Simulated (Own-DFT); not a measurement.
# One host, several defects: C40 NbSi2

Calculated, not measured: single-point runs of Own-DFT, a retired in-house plane-wave DFT program that no person has reviewed, on unrelaxed cells, without spin or spin-orbit coupling.

Common settings: PBE; PseudoDojo norm-conserving scalar-relativistic files; cutoff 42 hartree; 4 x 4 x 5 k mesh centred on Gamma; cold (Marzari-Vanderbilt) smearing of 0.2 eV.

Caveats: forces on such cells failed a check on a denser k mesh; stress not checked against mesh or cutoff.

All runs share one cell, with vectors in Å (0.000, 8.324, 0.000); (-9.613, 0.000, 0.000); (0.000, 0.000, 6.586) and a volume of 527.0 Å³. The atoms are randomly displaced, by u rms on each axis. The defect's site can differ from row to row.

```
cell,formula,u (Å),P (GPa)
no defect,Nb12Si24,0.0166,1.43
no defect,Nb12Si24,0.0189,1.43
no defect,Nb12Si24,0.0462,2.27
one Si vacancy,Nb12Si23,0.0300,1.16
one Si vacancy,Nb12Si23,0.0309,1.13
one Si vacancy,Nb12Si23,0.0503,2.20
two Nb on a Si site each,Nb14Si22,0.0311,7.57
two Nb on a Si site each,Nb14Si22,0.0330,7.69
two Nb on a Si site each,Nb14Si22,0.0520,8.47
two Nb on a Si site each,Nb14Si22,0.0538,?
two Si on a Nb site each,Nb10Si26,0.0298,1.48
two Si on a Nb site each,Nb10Si26,0.0319,1.91
two Si on a Nb site each,Nb10Si26,0.0518,2.59
```

## What the rows give

P = P0 + c u² + a shift for each defect gives P0 = 1.22 GPa, c = 530 ± 45 GPa/Å² and a scatter of 0.12 GPa. The shifts, and each times the cell's volume:

- two Nb on a Si site each: 5.85 ± 0.11 GPa, 19.3 eV (9.6 eV for each of its 2 sites)
- two Si on a Nb site each: -0.04 ± 0.11 GPa, -0.1 eV (-0.1 eV for each of its 2 sites) (not resolved)
- one Si vacancy: -0.50 ± 0.10 GPa, -1.6 eV

Positive is outwards. The product with the volume (160.2 GPa Å³ to the eV) is nearly free of the cell's size; divided by the bulk modulus at the cell's pressure it gives the volume that the defect adds. The atoms around the defects weren't relaxed, which would change these numbers.

## Check

Q: what pressure belongs in the blank (two Nb on a Si site each, u = 0.0538 Å)?

From the fit: 8.61 ± 0.16 GPa. The run itself gave 9.19 GPa. This run lies off the fit, by chance or by something that the fit leaves out.
